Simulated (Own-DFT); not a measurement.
# How strain changes the stress of 4H SiC, 72 atoms (C36Si36)

All numbers below are calculated, not measured. They come from Own-DFT, an in-house plane-wave density functional program, since retired, whose code no person has reviewed. Each row is one single-point run on a periodic cell that was not relaxed, without spin or spin-orbit coupling.

Settings of every run: PBE; PseudoDojo norm-conserving scalar-relativistic files; cutoff 42 hartree; 4 x 4 x 3 k mesh centred on Gamma; Fermi-Dirac smearing of 0.1 eV.

Known limits: forces on such cells passed a denser k mesh, each cell not checked; stress not checked against mesh or cutoff.

Unstrained cell vectors in Å: (9.248, 0.000, 0.000); (-4.624, 8.009, 0.000); (0.000, 0.000, 10.068). The unstrained cell has measured lattice constants (interpolated for alloys), not those of this functional. That, the random moves and any unrelaxed bonds set the pressure at no strain. Each run strains this cell uniformly, with the atoms carried along. Every atom was also moved at random, by a Gaussian of width 0.05 Å on each axis. Strain is the symmetric tensor, in per cent. Stress is positive in tension, and the pressure is minus a third of its trace.

```
run,e_xx (%),e_yy (%),e_zz (%),e_yz (%),e_xz (%),e_xy (%),s_xx (GPa),s_yy (GPa),s_zz (GPa),s_yz (GPa),s_xz (GPa),s_xy (GPa),P (GPa),E (meV/atom)
1,-1.78,1.45,1.27,-0.17,0.50,-0.31,-12.83,1.45,0.86,0.18,1.75,-1.76,3.50,23.6
2,1.17,1.84,-1.70,0.76,0.86,0.69,3.56,4.27,-16.80,2.74,3.37,1.66,2.99,24.1
3,1.48,1.77,0.55,-1.15,1.81,-1.19,5.18,4.30,-1.66,-4.43,5.72,-5.09,-2.61,13.8
4,1.37,-0.73,-1.68,-0.81,1.35,1.64,1.76,-9.40,-16.29,-2.20,4.37,8.45,7.98,23.8
5,1.69,0.81,-0.24,0.88,0.81,0.00,5.09,1.93,-7.83,2.84,3.07,-0.61,0.27,0.0
6,-1.30,0.45,1.76,-0.69,-1.32,0.58,-11.62,-2.71,2.80,-2.19,-4.20,2.38,3.84,19.4
7,-0.81,-0.95,-0.44,1.23,-0.03,-0.81,-12.36,-10.74,-8.71,3.09,-0.91,-3.06,10.61,25.4
8,-0.93,-0.49,0.82,1.10,0.96,-0.30,-9.24,-7.75,-2.54,3.43,3.73,-1.40,6.51,7.6
9,0.51,-1.86,-0.44,0.08,0.80,-0.67,-5.00,-13.08,-11.09,0.58,2.90,-1.93,9.72,18.5
10,-1.17,-0.34,1.98,-0.76,0.05,-1.01,-11.97,-7.17,5.61,-2.98,-0.35,-4.90,4.51,10.1
11,-0.64,-1.43,-1.58,1.69,1.75,0.31,-9.60,-15.55,-20.49,7.60,6.98,1.64,15.21,65.9
12,-0.84,-0.48,-1.53,0.48,-1.18,-1.63,-8.68,-8.08,-19.24,1.15,-4.15,-5.89,12.00,23.4
13,-1.94,-1.16,-1.52,-1.23,1.08,-1.57,-19.49,-13.73,-18.36,-4.77,6.21,-7.66,17.20,49.6
14,1.93,1.05,1.76,0.72,-1.37,-1.44,5.04,2.08,5.53,2.57,-3.79,-6.53,-4.22,10.7
15,-0.87,-1.52,-1.96,-0.26,1.37,-1.81,-11.97,-16.90,-20.88,-0.66,4.35,-9.73,16.58,49.1
16,0.16,1.72,0.49,-0.78,0.74,-0.75,-1.88,4.71,-2.38,-2.03,2.01,-1.90,-0.15,2.1
17,-0.38,0.09,0.53,1.67,-0.95,-0.58,?,?,?,?,?,?,?,?
```

E is the free energy for each atom above the lowest run shown.

## Worked fit

Each stress component was fitted by least squares to a constant and the strains of the runs shown, as fractions, with shears doubled. Shear strains stay in the fit of a normal stress only where such slopes are resolved. The slopes, in GPa:

```
stress  at no strain  per e_xx  per e_yy  per e_zz  scatter
  s_xx          -5.2  537 ± 26  137 ± 30   -9 ± 25     1.18
  s_yy          -5.2   88 ± 26  516 ± 29   66 ± 24     1.14
  s_zz          -7.1   60 ± 25   46 ± 29  656 ± 24     1.13
```

Each shear stress against twice its own strain: yz 176 ± 11, xz 170 ± 15, xy 229 ± 16 GPa. These are stiffnesses along x, y and z of the frame in which the cell vectors are given, which need not be the crystal's axes. The atoms are held to the strained lattice; where symmetry lets them move under strain, relaxing them would lower some slopes. The table should be nearly symmetric about its diagonal, and what it lacks of that shows the noise. A ninth of its sum, 233 ± 5 GPa, estimates the bulk modulus near the mean pressure of these runs, 6.5 GPa, so it lies above the value at zero pressure.

## Withheld run

Question: what normal stresses and pressure should run 17 give?

The fit gives s_xx = -7.2, s_yy = -4.8, s_zz = -3.8 and P = 5.3 GPa. The calculation gave -9.47, -3.41, -3.76 and P = 5.55 GPa.
